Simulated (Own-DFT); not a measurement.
# Computed records: Hf₃₁SiO₆₄ (monoclinic hafnia with substituted atoms, atoms displaced)

All values are calculated (Own-DFT development build). A calculation, not a measurement: plane-wave PBE and HSE06 DFT by an unreviewed code, no spin, of a simulated cell at Gamma alone, so results move with cell size and shape, stress positive in tension, energies less offsets, not probed for a lower state with spin; hafnium file: forces about 75 meV/angstrom off all-electron values; oxygen file: force components 24 meV/angstrom off all-electron in a glass; k mesh not checked against a denser one; forces and stress are PBE's, HSE06 gives the energy alone, and its difference from PBE has offsets of its own; offsets are fitted by least squares, one for each functional and potential file, so energies compare only between cells with the same atoms and settings and are not formation energies; the far tail of each file's local potential was reset to the Coulomb form; each entry is a single point on an unrelaxed cell, so the pressure reflects the starting lattice, mostly measured values, from which strain is counted, and rises with the displacements; printed positions are rounded, which can move forces by about a meV/angstrom; the program is a retired in-house code; no spin-orbit coupling.

```cif
# cell vector a (Å): 10.2340 0.0000 0.0000
# cell vector b (Å): 0.0000 10.3500 0.0000
# cell vector c (Å): -1.6955 0.0000 10.4453
data_Hf31SiO64
_symmetry_space_group_name_H-M 'P 1'
_symmetry_Int_Tables_number 1
_cell_length_a 10.2340
_cell_length_b 10.3500
_cell_length_c 10.5820
_cell_angle_alpha 90.000
_cell_angle_beta 99.220
_cell_angle_gamma 90.000
_cell_volume 1106.39
loop_
_atom_site_label
_atom_site_type_symbol
_atom_site_fract_x
_atom_site_fract_y
_atom_site_fract_z
_atom_site_occupancy
Hf1 Hf 0.13916 0.01832 0.10850 1
Hf2 Hf 0.35794 0.26858 0.13686 1
Hf3 Hf 0.36298 0.48191 0.39238 1
Hf4 Hf 0.13625 0.22809 0.35409 1
O1 O 0.04264 0.16601 0.17640 1
O2 O 0.45781 0.43000 0.08073 1
O3 O 0.46330 0.34112 0.31608 1
O4 O 0.03667 0.07991 0.42512 1
O5 O 0.21963 0.38725 0.23485 1
O6 O 0.27655 0.13024 0.00642 1
O7 O 0.28179 0.12117 0.26674 1
O8 O 0.22454 0.37814 0.48976 1
Hf5 Hf 0.14050 0.02217 0.61037 1
Hf6 Hf 0.36023 0.26936 0.64282 1
Hf7 Hf 0.35783 0.48882 0.90287 1
Hf8 Hf 0.13129 0.22561 0.85013 1
O9 O 0.04136 0.17216 0.67501 1
O10 O 0.45807 0.40741 0.57042 1
O11 O 0.46895 0.33343 0.83542 1
O12 O 0.03623 0.08500 0.91936 1
O13 O 0.22463 0.37699 0.73706 1
O14 O 0.27469 0.12934 0.50668 1
O15 O 0.27955 0.12409 0.75811 1
O16 O 0.23161 0.36626 0.99270 1
Si1 Si 0.13800 0.51920 0.10699 1
Hf9 Hf 0.36162 0.76348 0.14600 1
Hf10 Hf 0.36944 0.98705 0.38936 1
Hf11 Hf 0.13720 0.73172 0.35087 1
O17 O 0.03726 0.65992 0.16921 1
O18 O 0.46133 0.91682 0.07768 1
O19 O 0.46707 0.83428 0.32867 1
O20 O 0.03033 0.58401 0.42175 1
O21 O 0.22136 0.88046 0.24098 1
O22 O 0.27977 0.62694 0.00336 1
O23 O 0.27868 0.61941 0.25897 1
O24 O 0.22831 0.87599 0.49274 1
Hf12 Hf 0.14095 0.52783 0.60054 1
Hf13 Hf 0.36819 0.77012 0.64891 1
Hf14 Hf 0.36670 0.98321 0.89761 1
Hf15 Hf 0.14739 0.73129 0.86967 1
O25 O 0.04038 0.65934 0.67385 1
O26 O 0.47292 0.91676 0.58060 1
O27 O 0.46480 0.83557 0.82929 1
O28 O 0.03208 0.57676 0.92379 1
O29 O 0.21716 0.87169 0.74770 1
O30 O 0.27930 0.63063 0.51337 1
O31 O 0.26480 0.62357 0.75939 1
O32 O 0.22787 0.87534 0.98370 1
Hf16 Hf 0.64493 0.01041 0.10539 1
Hf17 Hf 0.85577 0.27352 0.14133 1
Hf18 Hf 0.85996 0.48271 0.40286 1
Hf19 Hf 0.63862 0.22959 0.35936 1
O33 O 0.53042 0.17333 0.17420 1
O34 O 0.96329 0.41854 0.08359 1
O35 O 0.96264 0.33446 0.32729 1
O36 O 0.54182 0.08540 0.42338 1
O37 O 0.73020 0.37915 0.23487 1
O38 O 0.77871 0.12572 0.00089 1
O39 O 0.78346 0.12484 0.26327 1
O40 O 0.73232 0.36729 0.49124 1
Hf20 Hf 0.63710 0.01206 0.60162 1
Hf21 Hf 0.85116 0.27386 0.64328 1
Hf22 Hf 0.86092 0.48050 0.89917 1
Hf23 Hf 0.64259 0.22335 0.85758 1
O41 O 0.53341 0.15655 0.67869 1
O42 O 0.96346 0.41158 0.58883 1
O43 O 0.95662 0.33672 0.81833 1
O44 O 0.52959 0.08861 0.92948 1
O45 O 0.72342 0.37961 0.72810 1
O46 O 0.77297 0.13838 0.52227 1
O47 O 0.77748 0.12291 0.76099 1
O48 O 0.72450 0.36543 0.99601 1
Hf24 Hf 0.64086 0.51116 0.10419 1
Hf25 Hf 0.86318 0.77116 0.15055 1
Hf26 Hf 0.86124 0.97579 0.39521 1
Hf27 Hf 0.64296 0.73278 0.35512 1
O49 O 0.53341 0.66329 0.17605 1
O50 O 0.96326 0.90986 0.07169 1
O51 O 0.96659 0.82993 0.32786 1
O52 O 0.53661 0.57822 0.41783 1
O53 O 0.71285 0.87659 0.23980 1
O54 O 0.77995 0.62467 0.00542 1
O55 O 0.78149 0.62104 0.25776 1
O56 O 0.73247 0.87510 0.49458 1
Hf28 Hf 0.63765 0.52701 0.60848 1
Hf29 Hf 0.85927 0.77046 0.64525 1
Hf30 Hf 0.86870 0.99001 0.90243 1
Hf31 Hf 0.64381 0.72780 0.85437 1
O57 O 0.53322 0.65757 0.67925 1
O58 O 0.96097 0.91107 0.56787 1
O59 O 0.97372 0.84143 0.82756 1
O60 O 0.52751 0.58666 0.92298 1
O61 O 0.72858 0.88125 0.74061 1
O62 O 0.77378 0.63363 0.50898 1
O63 O 0.78491 0.62050 0.76160 1
O64 O 0.72996 0.86490 0.98631 1
_calc_first_functional 'PBE'
_calc_second_functional 'HSE06'
_calc_exact_exchange_share 0.25
_calc_screening 0.11  # 1/bohr
_calc_exchange_divergence 'Gygi-Baldereschi'
_calc_potential_files 'PseudoDojo norm-conserving, scalar-relativistic, made for PBE, standard set'
_calc_wave_cutoff 48  # hartree
_calc_occupations 'fixed'
_calc_k_mesh '1 x 1 x 1 centred on Gamma'
_calc_PBE_energy_of_cell_above_offsets '-86.669'  # eV
_calc_HSE06_less_PBE_above_offsets '0.402'  # eV
_calc_PBE_pressure 3.4  # GPa
_calc_PBE_stress_xx -2.55  # GPa
_calc_PBE_stress_yy -3.48  # GPa
_calc_PBE_stress_zz -4.16  # GPa
_calc_PBE_stress_yz 0.11  # GPa
_calc_PBE_stress_xz 0.43  # GPa
_calc_PBE_stress_xy -1.19  # GPa
```

Force:
```tsv
element	x (eV/Å)	y (eV/Å)	z (eV/Å)
Hf	0.368	0.598	-0.829
Hf	0.628	1.437	1.243
Hf	-0.281	-1.279	0.278
Hf	-0.7	1.085	0.882
O	-0.651	-0.379	-0.912
O	0.797	-0.685	0.505
O	0.333	-0.582	0.944
O	-0.42	0.097	-0.238
O	-0.616	1.106	-1.41
O	-0.683	-0.919	0.536
O	-0.208	0.615	-1.415
O	-0.323	-1.036	-1.198
Hf	-0.247	-0.693	-0.655
Hf	-0.063	0.447	1.522
Hf	0.868	-3.1	-2.671
Hf	1.171	2.569	-0.515
O	-0.562	-1.074	-0.902
O	2.248	1.49	0.272
O	0.213	0.071	-0.377
O	-0.028	-0.466	1.328
O	0.137	0.458	0.235
O	0.2	0.012	0.345
O	-0.331	-1.102	0.421
O	-1.846	1.171	-0.155
Si	-2.642	-0.979	-0.227
Hf	0.929	0.588	0.346
Hf	-1.307	-1.275	1.703
Hf	0.931	-0.902	1.427
O	1.54	-1.07	-0.447
O	0.994	-0.023	0.782
O	0.047	-0.111	-0.096
O	0.673	0.779	-0.119
O	0.288	-0.333	-0.4
O	-1.501	0.623	2.746
O	-0.812	0.751	-0.959
O	0.313	-0.417	-0.426
Hf	-0.729	-2.105	1.312
Hf	-2.086	0.778	-0.031
Hf	-0.941	-0.078	-0.859
Hf	-2.358	-0.195	-3.807
O	-2.345	1.803	0.188
O	-1.282	-1.103	-0.605
O	0.953	-0.558	-0.239
O	1.783	0.246	1.956
O	1.116	1.132	-1.236
O	0.303	0.551	-0.765
O	1.814	0.015	0.622
O	-0.389	-0.075	2.178
Hf	-2.359	2.207	-0.997
Hf	1.988	-0.322	1.839
Hf	1.537	-1.514	-0.409
Hf	-0.152	1.158	-1.263
O	2.01	-1.707	-0.283
O	1.91	0.881	-0.185
O	0.112	-0.155	0.146
O	-0.564	-0.533	-0.313
O	-0.986	0.024	0.848
O	-0.573	0.198	2.15
O	-0.823	-0.869	-0.422
O	-1.492	1.195	-1.272
Hf	0.948	2.467	2.072
Hf	2.147	-0.036	1.027
Hf	1.274	-0.844	-0.784
Hf	-2.137	0.788	-1.952
O	0.178	0.164	-0.171
O	0.952	1.715	-1.845
O	0.642	-0.406	2.057
O	1.523	-0.133	0.548
O	-1.699	0.739	1.578
O	-0.071	-2.443	-2.488
O	-0.022	-0.385	0.418
O	-0.024	0.364	-0.999
Hf	-1.427	1.555	-0.186
Hf	0.354	-1.914	-1.542
Hf	1.346	1.532	1.065
Hf	-1.562	-1.59	-0.413
O	0.571	0.253	-0.042
O	1.033	0.756	1.483
O	-0.912	0.535	-0.771
O	0.922	1.003	0.784
O	1.326	-0.026	0.242
O	-0.949	0.536	0.819
O	-0.679	0.416	0.325
O	-1.212	-0.688	-1.241
Hf	-0.245	-2.367	-1.357
Hf	2.832	0.235	1.754
Hf	0	-2.386	-3.059
Hf	-0.66	-0.173	0.589
O	0.029	0.711	-0.021
O	0.991	0.441	0.827
O	-0.594	-0.406	-0.153
O	1.826	0.886	0.138
O	-0.392	-0.822	0.077
O	-0.343	-0.15	0.174
O	-1.013	0.403	-0.397
O	-0.86	0.82	1.321
```
